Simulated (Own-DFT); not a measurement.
Simulation results for Hf36O71 (tetragonal hafnia with one neutral oxygen vacancy, atoms displaced)

All values are calculated (Own-DFT development build). A calculation, not a measurement: plane-wave PBE and HSE06 DFT by an unreviewed code, no spin, of a simulated cell at Gamma alone, so results move with cell size and shape, stress positive in tension, energies less offsets, not probed for a lower state with spin; hafnium file: forces about 75 meV/angstrom off all-electron values; oxygen file: force components 24 meV/angstrom off all-electron in a glass; k mesh not checked against a denser one; forces and stress are PBE's, HSE06 gives the energy alone, and its difference from PBE has offsets of its own; offsets are fitted by least squares, one for each functional and potential file, so energies compare only between cells with the same atoms and settings and are not formation energies; the far tail of each file's local potential was reset to the Coulomb form; each entry is a single point on an unrelaxed cell, so the pressure reflects the starting lattice, taken from the Materials Project, from which strain is counted, and rises with the displacements; printed positions are rounded, which can move forces by about a meV/angstrom; the program is a retired in-house code; no spin-orbit coupling.

Common to all runs: first functional PBE; second functional HSE06; exact exchange share 0.25; screening 0.11 1/bohr; exchange divergence Gygi-Baldereschi; potential files PseudoDojo norm-conserving, scalar-relativistic, made for PBE, standard set; wave cutoff 48 hartree; occupations fixed; k mesh 1 x 1 x 1 centred on Gamma.

(1) 
```xyz
107
Lattice="10.7800 0.0000 0.0000 0.0000 10.7800 0.0000 0.0000 0.0000 10.4493" Properties=species:S:1:pos:R:3:force_x:R:1:force_y:R:1:force_z:R:1 formula=Hf36O71 PBE_energy_of_cell_above_offsets=-97.036 HSE06_less_PBE_above_offsets=0.067 PBE_pressure=2.28 PBE_stress_xx=-2.16 PBE_stress_yy=-1.76 PBE_stress_zz=-2.91 PBE_stress_yz=-0.71 PBE_stress_xz=0.46 PBE_stress_xy=-0.04
Hf     0.0462    10.7591    10.4464     -1.338     -0.326     -0.416
Hf     1.8257     1.8302     2.5787     -0.383     -0.309     -0.319
O     10.6901     1.7759     1.5467      2.336      0.062     -0.379
O      1.7806    10.7649     3.5608      0.428      1.132      1.398
O     10.7724     1.8168     4.2093      0.408     -1.314      -0.29
O      1.7984    10.7507     0.9521      0.657      0.469      0.954
Hf     0.0193    10.7506     5.3162     -1.044      1.002     -1.291
Hf     1.7370     1.7492     7.8246      0.816      0.787      0.576
O      0.0252     1.8196     6.8175      0.277      -0.66     -0.264
O      1.8456     0.0603     8.9264     -0.074      -1.34     -1.755
O      0.0219     1.7903     9.4143      0.244      1.038     -0.276
Hf     0.0394     3.6843    10.3989      -1.04     -1.726      0.439
Hf     1.7844     5.4370     2.5530      1.638     -1.438      0.433
O     10.7602     5.3447     1.6229      0.022      0.949     -0.474
O      1.8009     3.5507     3.5676     -0.568      1.308      0.503
O     10.6943     5.3711     4.3406     -0.471      0.413     -1.593
O      1.7402     3.5938     1.0821       0.17     -0.029     -1.095
Hf     0.0591     3.5192     5.1510     -0.654      0.631      1.026
Hf     1.9135     5.4530     7.9033     -1.418     -0.356     -1.321
O     10.7171     5.4309     6.8421       2.76      0.088     -0.105
O      1.9086     3.6026     8.8980      -0.52      0.362     -0.452
O      0.0474     5.4750     9.3997      0.008     -1.941     -0.016
O      1.8048     3.5660     6.1906      0.159       0.06      0.857
Hf     0.0160     7.1051     0.0245       0.42      3.205      0.249
Hf     1.7387     9.0197     2.6855      1.063     -0.965     -2.002
O      0.0165     8.9672     1.5333      0.483     -0.354      1.107
O      1.7395     7.0670     3.6416     -0.354      2.335      0.501
O     10.7518     9.0405     4.2200      1.009     -0.882     -0.352
O      1.8669     7.2044     1.0201     -1.288      -0.75     -0.168
Hf    10.7573     7.2200     5.2179       0.22      -0.64      0.794
Hf     1.8732     9.0132     7.8484     -1.018     -0.319      0.651
O      0.0088     8.9864     6.7957      1.039      0.706     -0.097
O      1.7965     7.1955     8.8595      0.265      0.096     -0.066
O     10.7656     8.9437     9.4817      0.743     -0.676     -0.469
O      1.7641     7.2203     6.2542      0.859      0.139     -0.101
Hf     3.6672    10.7370    10.4416      -1.09     -0.594      0.259
Hf     5.4294     1.7435     2.6297     -0.661      1.308      0.932
O      3.6375     1.8974     1.6460      -1.22     -0.673     -0.001
O      5.3810     0.0112     3.6665     -0.467     -0.868      0.126
O      3.6263     1.8961     4.2351     -0.458     -2.317      0.008
O      5.3559    10.7647     1.0576      0.808      0.268      0.286
Hf     3.6310     0.0187     5.2519      0.724      0.532     -0.723
Hf     5.3774     1.7312     7.7558      1.293      0.237      1.636
O      3.6420     1.7277     6.7443     -1.289     -0.355      0.589
O      5.3640    10.7275     8.8462     -0.422      0.976      0.412
O      3.6092     1.7706     9.5557      0.126       0.47     -1.091
O      5.4676    10.7131     6.2943     -1.907      0.536     -0.522
Hf     3.5333     3.5885    10.4438      1.119     -0.743      0.888
Hf     5.4667     5.3913     2.5412     -1.964     -1.062      0.638
O      3.5764     5.4427     1.5617      0.248     -0.727      0.211
O      5.3953     3.5892     3.6277      0.535      0.733      -0.06
O      3.5658     5.3780     4.2022     -0.018      0.175      0.328
O      5.3338     3.5071     1.0467      1.076      1.177     -0.453
Hf     3.6222     3.5836     5.2807      0.257       1.08     -1.214
Hf     5.3991     5.3565     7.8166      0.584      0.049      0.863
O      3.6036     5.4105     6.8112      0.052     -0.137       0.35
O      5.4020     3.6028     8.9560     -0.448     -0.489     -1.329
O      3.6397     5.4436     9.4476     -0.349     -1.639     -1.509
O      5.4314     3.6276     6.2656     -0.658     -0.014      0.368
Hf     3.6643     7.1143    10.4093       -0.6      1.551      1.839
Hf     5.3919     8.9159     2.5476     -0.664      0.879      1.025
O      3.5680     9.0416     1.5680      0.182     -0.202      0.761
O      5.3789     7.1436     3.5971      0.244        0.1      0.599
O      3.6061     8.9415     4.1366      -0.56      0.754      0.916
O      5.3651     7.0914     1.0739      0.888      0.551      -0.57
Hf     3.5635     7.2163     5.1448      0.192     -1.468      0.531
Hf     5.3511     8.9557     7.8221       2.74      0.221        1.1
O      3.6673     8.9851     6.8888     -2.785      0.716     -1.652
O      5.4614     7.2436     8.8713     -0.085     -2.006      0.174
O      3.6242     8.8854     9.4824     -0.417      1.401     -1.091
O      5.3476     7.2481     6.2732      0.015     -0.717     -0.821
Hf     7.1611    10.7678     0.0905      1.006     -0.496     -1.469
Hf     8.9921     1.8442     2.4628     -0.849     -1.573      2.635
O      7.1396     1.7874     1.6112      1.045      -0.12      -1.37
O      9.0188    10.7720     3.6904      0.092      0.192     -1.219
O      7.2031     1.8273     4.1873     -0.575     -0.622      0.535
O      8.9988    10.7316     0.9695     -0.635      0.454      0.375
Hf     7.1911    10.7272     5.2189      1.018      0.741      -1.09
Hf     9.0046     1.8444     7.8403     -1.266     -1.218      0.224
O      7.1426     1.7694     6.8241      0.644      0.315     -0.153
O      9.0893    10.6715     8.8517     -0.124      1.604      -0.67
O      7.2633     1.7677     9.3505     -0.158     -0.226      1.139
O      8.9859     0.0521     6.2496      0.389       -0.4      0.328
Hf     7.1327     3.5672    10.4182     -0.154     -0.901      0.195
Hf     8.9929     5.4074     2.6308     -0.143     -1.061      0.337
O      7.2167     5.4334     1.5682      0.241     -0.258       0.71
O      8.8981     3.5457     3.6210      0.305      1.514     -0.426
O      7.1946     5.4345     4.2684      0.488      -0.88     -1.775
O      9.0261     3.6943     1.0682     -0.508     -0.386     -0.848
Hf     7.2216     3.6230     5.1822      0.134     -1.966      0.357
Hf     9.0724     5.4278     7.7951     -1.857     -0.849      0.345
O      7.1741     5.3668     6.8491      0.427      0.642     -0.436
O      8.9872     3.5944     8.8343      0.766      0.686      0.413
O      7.1860     5.2896     9.4888     -0.142      1.881     -0.317
O      9.0007     3.5601     6.2362       0.09     -0.191     -0.202
Hf     7.2044     7.1706     0.0147     -0.686      0.476     -1.109
Hf     9.0759     8.8479     2.6147     -1.566      5.858     -1.613
O      7.1276     8.9620     1.6038      1.054     -0.223      -0.45
O      9.0068     7.3502     3.6516      0.157     -5.247      1.684
O      7.2123     9.0204     4.1614     -0.684     -1.491       0.61
O      8.9493     7.2024     1.0610      1.046     -0.361     -0.136
Hf     7.1405     7.0861     5.2497     -0.281      3.462      1.064
Hf     9.0023     9.0009     7.7520     -1.054     -0.009      1.409
O      7.1443     8.9784     6.8237      1.004     -0.002     -0.119
O      8.9845     7.1582     8.7769     -0.276      0.582      1.093
O      7.1676     8.9930     9.4736      0.307     -0.102      0.439
O      8.9647     7.2253     6.2287     -0.124     -0.279     -0.476
```

Units: PBE_energy_of_cell_above_offsets, HSE06_less_PBE_above_offsets in eV; PBE_pressure, PBE_stress_xx, PBE_stress_yy, PBE_stress_zz, PBE_stress_yz, PBE_stress_xz, PBE_stress_xy in GPa; force_x, force_y, force_z in eV/Å.

(2) 
```xyz
107
Lattice="10.7800 0.0000 0.0000 0.0000 10.7800 0.0000 0.0000 0.0000 10.4493" Properties=species:S:1:pos:R:3:force_x:R:1:force_y:R:1:force_z:R:1 formula=Hf36O71 PBE_energy_of_cell_above_offsets=-88.089 HSE06_less_PBE_above_offsets=0.587 PBE_pressure=4.5 PBE_stress_xx=-4.58 PBE_stress_yy=-5.52 PBE_stress_zz=-3.4 PBE_stress_yz=-0.33 PBE_stress_xz=-0.67 PBE_stress_xy=-0.18
Hf    10.7394     0.1101     0.2376      0.746     -1.406     -4.344
Hf     1.7606     1.8268     2.6450      2.949      1.272     -1.668
O      0.0143     1.7303     1.5484     -0.945      0.436      0.838
O      1.7451     0.1122     3.6802      1.054     -1.196     -0.733
O     10.7798     1.7506     4.0795     -0.787       2.13       0.85
O      1.7511    10.6602     1.0136      1.203      0.235      1.124
Hf     0.1204     0.0219     5.1571     -2.037       1.31       1.61
Hf     1.8284     1.6659     7.8075     -0.641     -0.246      0.938
O     10.6308     1.9234     6.8852      3.232     -0.368      -2.07
O      1.8747    10.7046     8.8187     -0.495      0.463      0.167
O      0.0611     1.8444     9.4020     -0.295     -0.887      1.147
O      1.8041     0.0356     6.2918     -0.684      0.028     -0.416
Hf     0.0256     3.6826    10.3888      -0.09      -2.37      1.307
Hf     1.8351     5.3508     2.7512       0.02      0.986     -2.686
O     10.7540     5.4024     1.4967      1.562     -0.273      -0.35
O      1.8072     3.6828     3.6662      0.322     -3.337      0.998
O      0.0439     5.2937     4.1575     -0.331      1.421      1.185
O      1.7542     3.5053     1.1053     -0.348       0.71     -1.379
Hf    10.7038     3.5468     5.2370      0.385       0.06     -0.222
Hf     1.6845     5.3317     7.8064      2.659      0.331      0.766
O      0.0706     5.3513     6.7309     -2.345      0.778     -0.283
O      1.7816     3.5120     8.8205      0.581      1.703      0.228
O      0.0428     5.3952     9.3913       0.12     -1.397     -2.406
O      1.7693     3.6067     6.2138     -0.433     -0.054     -0.021
Hf     0.0743     7.0770    10.3539     -0.509      3.972      2.507
Hf     1.8781     8.8992     2.5952     -1.601      0.559     -0.881
O      0.0059     8.8463     1.4170      0.294      0.901      3.111
O      1.8236     7.1048     3.7295     -0.647      2.758      0.247
O      0.1798     9.1749     4.1896      0.001     -4.286      -0.55
O      1.8557     7.1092     0.9960     -0.556      0.958          1
Hf     0.0482     7.2306     5.3403      0.344     -0.283     -2.681
Hf     1.6518     8.9485     7.7907      5.193      0.345      3.309
O      0.0722     8.9445     6.8640     -3.552     -0.697     -2.728
O      1.7257     7.1717     8.9096      0.092     -0.786     -0.848
O     10.7007     8.9237     9.4886      0.405      1.109     -1.341
O      1.9166     7.1437     6.3942     -1.748     -0.488     -0.812
Hf     3.6102    10.6702    10.4414      0.271      2.085        0.1
Hf     5.5952     1.7475     2.6140     -3.517      2.126     -2.043
O      3.6748     1.8798     1.6168     -1.393     -1.535      1.705
O      5.3567    10.7407     3.6510      0.806      1.199       0.33
O      3.6283     1.7847     4.3166     -0.224      1.902     -1.361
O      5.4578    10.6907     0.9599     -1.889      0.274      1.507
Hf     3.5299    10.7783     5.0583      0.824       3.44      5.628
Hf     5.3536     1.7587     7.8450      0.606      0.255      0.502
O      3.5649     1.7512     6.8108      0.532      0.865       0.48
O      5.3371     0.1240     8.8450      0.566     -2.739      0.092
O      3.6880     1.7064     9.4966     -1.107      1.954     -1.019
O      5.3054    10.5795     6.2925      0.804      1.555     -1.407
Hf     3.5166     3.7075    10.3140       1.89     -4.568      4.369
Hf     5.3925     5.3739     2.6466      0.779      0.923     -1.976
O      3.5526     5.4049     1.6496      0.312     -0.303     -0.263
O      5.3895     3.6481     3.5944      0.212     -1.625      1.245
O      3.5561     5.5297     4.1516      0.252     -2.129      1.382
O      5.3253     3.5201     0.9635      0.962      0.705      0.138
Hf     3.5831     3.6032     5.2351     -0.361     -0.085     -0.865
Hf     5.3213     5.2574     7.7951       2.13      0.391      1.426
O      3.6412     5.2612     6.8394     -1.838      0.409     -0.048
O      5.5337     3.6329     9.0206     -2.085     -0.119     -3.396
O      3.6423     5.4496     9.5827     -0.153      0.377     -3.154
O      5.3265     3.5455     6.2173      1.524      0.194      0.525
Hf     3.6198     7.1862     0.0295      1.355      1.315      1.003
Hf     5.3766     9.0260     2.6658      2.363     -3.097     -1.717
O      3.6333     9.0345     1.6108     -0.874     -0.292      0.296
O      5.4864     7.1157     3.6409     -1.343      2.226      0.203
O      3.5799     9.1857     4.2284     -0.572     -7.055     -3.393
O      5.4052     7.2567     1.0573     -0.277     -0.301     -1.106
Hf     3.5965     7.2090     5.2569      0.976      1.196     -0.374
Hf     5.3768     8.8960     7.8606     -0.663      3.413     -0.936
O      3.6165     8.9518     6.7503     -1.155     -0.866      0.793
O      5.3380     7.2354     8.8534      0.719     -2.605     -0.257
O      3.6044     8.9993     9.4027      0.488     -1.345      0.056
O      5.4105     7.1799     6.1665     -1.715     -0.017      2.311
Hf     7.2186    10.7452     0.1076     -0.401      0.614      -2.54
Hf     8.9960     1.8919     2.5894     -0.797      0.131      -0.15
O      7.1989     1.7548     1.4765      1.292      -0.05      1.622
O      9.0278    10.6707     3.8062     -0.345      2.031      -0.93
O      7.1432     1.7725     4.0971      0.829      0.166      0.052
O      8.9597     0.0353     1.0174      0.828     -0.106      2.925
Hf     7.0638    10.6803     5.1605      0.748     -0.179      1.706
Hf     8.9530     1.8535     7.8122     -1.742     -2.088      1.865
O      7.2774     1.7327     6.7188     -1.852     -0.503     -0.103
O      8.8425    10.7493     8.9649      1.562      1.225     -1.638
O      7.2536     1.8623     9.4736      0.299     -0.627     -1.102
Hf     7.3211     3.6494    10.3963     -4.263     -2.685      1.742
Hf     9.0896     5.5042     2.5526     -2.655      1.557     -0.237
O      7.1651     5.3748     1.5944      0.324      0.224      0.068
O      8.9215     3.8074     3.5196      0.308     -4.604      1.822
O      7.2651     5.4669     4.2244     -0.505     -0.988      0.993
O      8.8776     3.6268     1.0576      4.148     -1.029      0.499
Hf     7.1746     3.5745     5.1498     -0.723      1.664     -0.345
Hf     9.0584     5.3945     7.7790     -1.943     -0.618      0.666
O      7.1822     5.3342     6.7381      0.253      0.682       1.84
O      9.1020     3.6298     8.8258     -0.018      1.484      0.365
O      7.1941     5.2988     9.5127      0.616      3.384     -3.071
O      8.8544     3.5415     6.3253      1.644      1.153     -1.383
Hf     7.2864     7.1095    10.3336     -1.189      1.746      2.629
Hf     9.0879     9.0511     2.6562     -1.682     -2.358     -1.043
O      7.1718     8.9935     1.5335      1.188      0.658      1.532
O      9.0363     7.1858     3.6483      1.732      1.691     -0.257
O      7.2305     8.9102     4.2398     -0.604      0.475     -0.812
O      8.9390     7.1707     1.0277       0.59     -0.416     -0.721
Hf     7.2105     7.1912     5.4728     -1.775     -0.676     -5.772
Hf     8.9633     9.0814     7.8578     -0.239      1.478      1.259
O      7.2474     9.0752     6.6758     -0.222     -0.638      1.916
O      8.9903     7.1969     8.8979     -0.451     -1.562     -1.736
O      7.2373     9.1076     9.3865      -0.91      -2.97     -0.841
O      8.9845     7.2907     6.0770       3.62     -0.781      3.493
```

Units: PBE_energy_of_cell_above_offsets, HSE06_less_PBE_above_offsets in eV; PBE_pressure, PBE_stress_xx, PBE_stress_yy, PBE_stress_zz, PBE_stress_yz, PBE_stress_xz, PBE_stress_xy in GPa; force_x, force_y, force_z in eV/Å.
